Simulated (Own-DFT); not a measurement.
# Response to strain: wurtzite AlGaN with randomly placed atoms, 72 atoms (Al9Ga27N36)

Calculated results; nothing here was measured. The program, named Own-DFT, is a retired in-house plane-wave density functional code that no person has reviewed. Each row is one single-point run on a periodic cell that was not relaxed, without spin or spin-orbit coupling.

Settings of every run: PBE; PseudoDojo norm-conserving scalar-relativistic files (stringent for Ga); cutoff 96 hartree; 4 x 4 x 3 k mesh centred on Gamma; Gaussian smearing of 0.01 eV.

Known limits: forces on such cells passed a denser k mesh, each cell not checked; stress not checked against mesh or cutoff.

Unstrained cell vectors in Å: (9.509, 0.000, 0.000); (-4.755, 8.235, 0.000); (0.000, 0.000, 10.268). The unstrained cell has measured lattice constants (interpolated for alloys), not those of this functional. That, the random moves and any unrelaxed bonds set the pressure at no strain. Each run strains this cell uniformly, with the atoms carried along. Every atom was also moved at random, by a Gaussian of width 0.05 Å on each axis. The random placing of the alloy's atoms differs from row to row. Strain is the symmetric tensor, in per cent. Stress is positive in tension, and the pressure is minus a third of its trace.

| run | e_xx (%) | e_yy (%) | e_zz (%) | s_xx (GPa) | s_yy (GPa) | s_zz (GPa) | P (GPa) | E (meV/atom) |
|---|---|---|---|---|---|---|---|---|
| 1 | 2.75 | 2.75 | 0.00 | 6.64 | 5.66 | -3.13 | -3.06 | 2.9 |
| 2 | 2.00 | 2.00 | 0.00 | 3.90 | 3.75 | -6.67 | -0.33 | 5.6 |
| 3 | -2.25 | -2.25 | 0.00 | -19.56 | -23.36 | -11.10 | 18.01 | 70.5 |
| 4 | 2.25 | 2.25 | 0.00 | 3.12 | 3.20 | -2.72 | -1.20 | 10.0 |
| 5 | 2.50 | 2.50 | 0.00 | 5.94 | 5.92 | -5.84 | -2.01 | 3.7 |
| 6 | 1.75 | 1.75 | 0.00 | 2.94 | 2.35 | -6.27 | 0.33 | 0.0 |
| 7 | 0.50 | 0.50 | 0.00 | -4.23 | -5.09 | -6.33 | 5.22 | 20.9 |
| 8 | -1.00 | -1.00 | 0.00 | -14.65 | -11.13 | -7.89 | 11.22 | 17.9 |
| 9 | 0.75 | 0.75 | 0.00 | ? | ? | ? | ? | ? |

E is the free energy for each atom above the lowest run shown.

## Worked fit

The change of volume is close to e_xx + e_yy + e_zz. A straight line through the runs shown gives P = 7.95 - 204 x (fractional change of volume) GPa, with an error of 7 on the slope and a scatter of 0.65 GPa. The strain isn't the same on all axes and the cell isn't cubic, so the slope belongs to this path and is not the bulk modulus.

## Withheld run

Question: what pressure should run 9 give? Its volume changes by 1.51 %.

The line gives 4.9 GPa. The calculation gave 4.24 GPa.
